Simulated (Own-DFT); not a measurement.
# Which defects push the lattice out? D0_22 TiAl3

Source: density functional calculations with Own-DFT, an unreviewed in-house program that is no longer used. Nothing was measured or relaxed, and spin and spin-orbit coupling are left out.

All runs used: PBE; PseudoDojo norm-conserving scalar-relativistic files; cutoff 42 hartree; 4 x 4 x 4 k mesh centred on Gamma; cold (Marzari-Vanderbilt) smearing of 0.2 eV.

Known weak points: forces on such cells failed a check on a denser k mesh; stress not checked against mesh or cutoff.

All runs share one cell, with vectors in Å (-2.365, -6.981, 4.326); (-7.667, 3.491, 1.442); (-2.950, -3.488, -7.241) and a volume of 625.4 Å³. u is the rms random offset of the atoms per axis. The defect's site can differ from row to row.

| cell | formula | u (Å) | P (GPa) |
|---|---|---|---|
| no defect | Al30Ti10 | 0.0184 | 1.95 |
| no defect | Al30Ti10 | 0.0201 | 1.99 |
| no defect | Al30Ti10 | 0.0571 | 2.92 |
| two Ti on an Al site each | Al28Ti12 | 0.0288 | 3.34 |
| two Ti on an Al site each | Al28Ti12 | 0.0334 | 3.41 |
| two Ti on an Al site each | Al28Ti12 | 0.0473 | 3.82 |
| two Al vacancies | Al28Ti10 | 0.0292 | 1.21 |
| two Al vacancies | Al28Ti10 | 0.0307 | ? |
| two Al vacancies | Al28Ti10 | 0.0463 | 1.27 |
| two Al vacancies | Al28Ti10 | 0.0487 | 1.42 |
| two Al on a Ti site each | Al32Ti8 | 0.0268 | 2.85 |
| two Al on a Ti site each | Al32Ti8 | 0.0319 | 2.93 |
| two Al on a Ti site each | Al32Ti8 | 0.0514 | 3.43 |

## Worked fit

P = P0 + c u² + a shift for each defect gives P0 = 1.89 GPa, c = 296 ± 30 GPa/Å² and a scatter of 0.09 GPa. The shifts, and each times the cell's volume:

- two Ti on an Al site each: 1.22 ± 0.08 GPa, 4.7 eV (2.4 eV for each of its 2 sites)
- two Al on a Ti site each: 0.75 ± 0.08 GPa, 2.9 eV (1.5 eV for each of its 2 sites)
- two Al vacancies: -1.12 ± 0.08 GPa, -4.4 eV (-2.2 eV for each of its 2 sites)

A positive shift means that the defect pushes the cell outwards. Shift times volume (160.2 GPa Å³ is 1 eV) depends little on the cell's size, so, taken for each site, it can be compared between cells at like pressure. The atoms around the defects weren't relaxed, which would change these numbers.

## Test on the hidden row

Q: what pressure belongs in the blank (two Al vacancies, u = 0.0307 Å)?

The fitted form gives 1.05 ± 0.11 GPa. DFT gave 1.25 GPa.
